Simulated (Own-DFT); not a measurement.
# Computed records: Hf32O63 (monoclinic hafnia with one vacancy, atoms displaced)

A calculation, not a measurement: plane-wave density functional theory by an unreviewed code, no spin, of a simulated periodic cell, stress positive in tension, run twice, with PBE and with PBEsol, both on files made for PBE, so the change isn't that of files made for PBEsol, defect cell not probed for a lower state with spin; hafnium file: forces about 75 meV/angstrom off all-electron values; oxygen file: force components 24 meV/angstrom off all-electron in one glass; forces on such cells passed a denser k mesh, this cell's mesh not checked; the far tail of each file's local potential was reset to the Coulomb form; each entry is a single point on an unrelaxed cell, so the pressure reflects the starting lattice, mostly measured values (interpolated for alloys), from which strain is counted, and rises with the displacements; printed positions are rounded, which can move forces by about a meV/angstrom; the program, named Own-DFT, is a retired in-house code; no spin-orbit coupling; stress was not checked against mesh or cutoff. Program: Own-DFT development build.

Hf32O63 (monoclinic hafnia with one vacancy, atoms displaced)

```
cell vectors (Å)
  10.2340     0.0000     0.0000
   0.0000    10.3500     0.0000
  -1.6955     0.0000    10.4453
atoms (fractions of the cell vectors)
Hf  0.13959  0.02127  0.10569
Hf  0.35774  0.26971  0.14832
Hf  0.36755  0.48271  0.39378
Hf  0.14032  0.23152  0.35336
O   0.03625  0.16910  0.17469
O   0.46370  0.41935  0.07820
O   0.45823  0.33489  0.32578
O   0.03606  0.08716  0.42736
O   0.22658  0.37631  0.24201
O   0.27804  0.13148  0.01187
O   0.27839  0.11992  0.26336
O   0.22425  0.37176  0.49241
Hf  0.13349  0.01769  0.60417
Hf  0.36162  0.26876  0.64830
Hf  0.36197  0.47852  0.89579
Hf  0.14246  0.22836  0.85650
O   0.03759  0.17054  0.67339
O   0.47002  0.41658  0.57849
O   0.46289  0.33426  0.82631
O   0.03710  0.08480  0.92764
O   0.22573  0.38121  0.73863
O   0.27727  0.13187  0.51005
O   0.27933  0.12292  0.76326
O   0.22496  0.37308  0.99202
Hf  0.14443  0.51890  0.10584
Hf  0.36491  0.77586  0.15193
Hf  0.36194  0.97397  0.39748
Hf  0.14289  0.72715  0.35415
O   0.03740  0.66417  0.17121
O   0.46199  0.91928  0.07717
O   0.46013  0.83166  0.33012
O   0.03638  0.58570  0.42379
O   0.22131  0.87573  0.23770
O   0.27381  0.63070  0.01151
O   0.27388  0.62166  0.26030
O   0.22242  0.87121  0.49280
Hf  0.14503  0.52020  0.60297
Hf  0.35836  0.76879  0.64681
Hf  0.36236  0.97091  0.89494
Hf  0.14314  0.72607  0.85441
O   0.03774  0.66534  0.67366
O   0.46254  0.91621  0.57764
O   0.46584  0.83625  0.82939
O   0.03782  0.58794  0.92037
O   0.22438  0.88006  0.73811
O   0.27813  0.63071  0.50428
O   0.27295  0.61866  0.75770
O   0.22247  0.86573  0.98916
Hf  0.64222  0.01555  0.10475
Hf  0.86271  0.27256  0.14493
Hf  0.86346  0.47640  0.39750
Hf  0.63611  0.22685  0.35039
O   0.53605  0.16165  0.17393
O   0.96118  0.41564  0.07583
O   0.97124  0.33400  0.33047
O   0.53974  0.09034  0.42153
O   0.71971  0.38029  0.24139
O   0.77484  0.12925  0.00595
O   0.77752  0.12573  0.26567
O   0.72712  0.37406  0.48655
Hf  0.63915  0.02142  0.60201
Hf  0.86253  0.26356  0.64667
Hf  0.86279  0.48253  0.89601
Hf  0.64237  0.23080  0.85384
O   0.53694  0.16579  0.66748
O   0.96648  0.41868  0.58126
O   0.95911  0.33112  0.82602
O   0.53743  0.08204  0.92090
O   0.71865  0.37891  0.73919
O   0.77923  0.12781  0.51634
O   0.77730  0.11772  0.75722
O   0.72321  0.36688  0.98731
Hf  0.64243  0.51994  0.11027
Hf  0.86111  0.77127  0.14667
Hf  0.86264  0.98254  0.39599
Hf  0.63861  0.73230  0.35403
O   0.53153  0.66616  0.17585
O   0.96467  0.91932  0.07459
O   0.96336  0.83226  0.32362
O   0.53570  0.58381  0.42221
O   0.72441  0.87966  0.23766
O   0.77351  0.63032  0.01259
O   0.77431  0.62124  0.25932
O   0.72682  0.87032  0.48652
Hf  0.64298  0.51757  0.60397
Hf  0.86424  0.77029  0.64492
Hf  0.86149  0.97813  0.89706
Hf  0.63789  0.73141  0.85546
O   0.53588  0.66732  0.67309
O   0.96142  0.91619  0.57646
O   0.53667  0.58221  0.92074
O   0.72467  0.87941  0.74643
O   0.77738  0.63199  0.50795
O   0.77691  0.61805  0.76069
O   0.72766  0.87097  0.99417
```

| Item | Value |
| --- | --- |
| functional | PBE, then PBEsol |
| potential files | PseudoDojo norm-conserving, scalar-relativistic, standard set |
| wave cutoff | 72 hartree |
| occupations | Fermi-Dirac |
| smearing width | 0.1 eV |
| k mesh | 2 x 2 x 2 centred on Gamma |
| PBE pressure | 3.51 GPa |
| PBE stress xx | -2.62 GPa |
| PBE stress yy | -3.86 GPa |
| PBE stress zz | -4.03 GPa |
| PBE stress yz | -0.06 GPa |
| PBE stress xz | 0.31 GPa |
| PBE stress xy | 0.19 GPa |
| PBEsol pressure | -2.88 GPa |
| PBEsol stress xx | 3.75 GPa |
| PBEsol stress yy | 2.49 GPa |
| PBEsol stress zz | 2.4 GPa |
| PBEsol stress yz | -0.09 GPa |
| PBEsol stress xz | 0.63 GPa |
| PBEsol stress xy | 0.24 GPa |
| rms change of force components from PBE to PBEsol | 0.044 eV/Å |

Force:
```csv
force element,PBE force x (eV/Å),PBE force y (eV/Å),PBE force z (eV/Å),PBEsol force x (eV/Å),PBEsol force y (eV/Å),PBEsol force z (eV/Å)
Hf,-0.227,0.13,-0.381,-0.222,0.183,-0.395
Hf,1.441,0.097,-0.509,1.39,0.143,-0.467
Hf,-0.505,-0.638,0.984,-0.486,-0.665,0.984
Hf,0.278,-0.249,1.065,0.274,-0.276,1.017
O,0.075,-0.421,-0.333,0.085,-0.394,-0.279
O,-0.026,-0.354,0.3,-0.037,-0.328,0.241
O,1.313,-0.688,0.081,1.263,-0.677,0.024
O,-0.374,-0.425,-0.383,-0.365,-0.442,-0.319
O,-0.621,0.537,-0.446,-0.54,0.512,-0.445
O,-0.344,-0.445,0.023,-0.414,-0.426,0.03
O,-0.07,-0.368,-0.296,-0.13,-0.343,-0.295
O,0.37,0.237,-0.33,0.409,0.239,-0.314
Hf,0.622,1.08,0.239,0.61,1.099,0.199
Hf,0.548,0.332,-0.649,0.527,0.367,-0.61
Hf,0.849,0.092,0.374,0.833,0.036,0.39
Hf,-0.707,0.288,-0.31,-0.678,0.232,-0.323
O,0.363,-0.643,0.073,0.345,-0.615,0.118
O,-0.527,-0.103,-0.25,-0.509,-0.079,-0.29
O,0.513,-0.373,0.337,0.485,-0.372,0.277
O,-0.133,-0.095,-0.627,-0.128,-0.112,-0.557
O,-0.299,-0.385,0.554,-0.225,-0.376,0.537
O,-0.203,-0.69,0.087,-0.259,-0.669,0.087
O,-0.328,-0.433,-0.006,-0.385,-0.406,-0.001
O,-0.307,-0.318,-0.274,-0.235,-0.304,-0.258
Hf,-0.997,0.69,-0.332,-0.951,0.73,-0.342
Hf,-0.573,-1.221,-1.661,-0.559,-1.154,-1.592
Hf,-0.391,1.8,0.68,-0.393,1.707,0.693
Hf,-1.544,-0.058,-0.301,-1.493,-0.116,-0.319
O,-0.399,0.132,0.007,-0.37,0.141,0.057
O,0.402,-0.217,0.438,0.382,-0.206,0.373
O,0.778,-0.024,0.229,0.742,-0.032,0.163
O,-0.049,-0.046,-0.137,-0.027,-0.06,-0.085
O,0.095,0.514,0.518,0.163,0.489,0.506
O,0.633,-0.263,0.241,0.538,-0.266,0.226
O,0.577,-0.321,-0.113,0.497,-0.307,-0.102
O,0.064,-0.065,-0.511,0.134,-0.063,-0.495
Hf,-1.412,-0.354,-0.329,-1.37,-0.316,-0.341
Hf,1.084,-0.052,-0.274,1.055,-0.003,-0.254
Hf,-0.084,2.249,0.306,-0.066,2.148,0.318
Hf,-1.097,0.362,-0.183,-0.902,0.19,-0.167
O,-0.536,0.772,-0.034,-0.526,0.78,0.018
O,0.325,0.006,-0.129,0.3,0.018,-0.189
O,0.335,-0.938,-0.423,0.314,-0.92,-0.451
O,-0.753,-0.818,0.391,-0.705,-0.804,0.417
O,0.032,-0.356,0.286,0.109,-0.364,0.278
O,0.149,0.207,0.777,0.075,0.204,0.756
O,0.796,0.432,0.114,0.698,0.437,0.113
O,0.173,0.886,0.145,0.24,0.857,0.132
Hf,-0.881,1.652,-0.883,-0.86,1.655,-0.89
Hf,-0.096,-0.275,0.068,-0.086,-0.219,0.085
Hf,0.581,0.611,0.452,0.559,0.549,0.474
Hf,-0.074,1.256,0.312,-0.07,1.163,0.27
O,-0.251,0.291,-0.115,-0.231,0.298,-0.047
O,0.786,0.52,0.263,0.746,0.51,0.209
O,-0.943,0.36,-0.509,-0.925,0.333,-0.541
O,-1.332,-1.806,0.416,-1.276,-1.765,0.452
O,0.837,-0.248,-0.308,0.877,-0.236,-0.308
O,0.283,-0.053,0.925,0.218,-0.072,0.882
O,0.352,-0.497,-0.546,0.278,-0.485,-0.52
O,-0.331,-0.628,0.248,-0.259,-0.592,0.243
Hf,-0.366,-0.083,0.641,-0.352,-0.006,0.603
Hf,0.34,1.86,0.217,0.337,1.848,0.244
Hf,0.204,-0.574,-0.337,0.186,-0.62,-0.31
Hf,-1.061,-0.551,-0.38,-1.021,-0.573,-0.382
O,-0.098,0.142,0.366,-0.085,0.143,0.399
O,-0.103,-0.161,-0.265,-0.102,-0.145,-0.323
O,0.555,0.034,0.675,0.527,0.023,0.606
O,-0.224,-0.271,0.036,-0.205,-0.283,0.083
O,0.495,-0.349,-0.02,0.532,-0.347,-0.018
O,0.002,-0.378,-0.99,-0.053,-0.383,-0.951
O,-0.005,0.176,0.408,-0.062,0.179,0.395
O,0.072,0.829,0.697,0.137,0.804,0.673
Hf,-1.12,0.231,-1.288,-1.085,0.272,-1.269
Hf,1.261,-0.545,-0.113,1.218,-0.491,-0.084
Hf,0.513,-0.482,-0.144,0.491,-0.512,-0.11
Hf,0.342,-1.099,0.38,0.344,-1.131,0.348
O,0.44,-0.018,-0.117,0.438,0.007,-0.054
O,0.037,-0.315,0.313,0.024,-0.27,0.249
O,0.126,0.53,0.559,0.104,0.502,0.488
O,0.499,0.509,-0.202,0.484,0.482,-0.16
O,-0.317,-0.053,0.449,-0.247,-0.058,0.425
O,0.198,-0.274,-0.099,0.126,-0.274,-0.089
O,0.06,0.119,0.26,-0.012,0.123,0.244
O,-0.561,0.536,0.178,-0.479,0.524,0.169
Hf,-0.565,0.484,0.159,-0.554,0.498,0.138
Hf,0.127,-0.533,0.686,0.076,-0.54,0.52
Hf,0.693,-0.051,-0.399,0.554,0.058,-0.261
Hf,0.215,-1.061,-0.373,0.209,-1.093,-0.39
O,-0.163,0.192,-0.039,-0.156,0.207,0.021
O,0.402,0.2,0.193,0.376,0.199,0.136
O,-0.194,0.14,0.206,-0.184,0.128,0.243
O,0.544,-0.063,-0.653,0.596,-0.054,-0.625
O,-0.146,-0.291,0.066,-0.2,-0.277,0.077
O,-0.074,0.528,-0.068,-0.136,0.505,-0.068
O,-0.361,-0.023,-0.352,-0.289,-0.003,-0.341
```
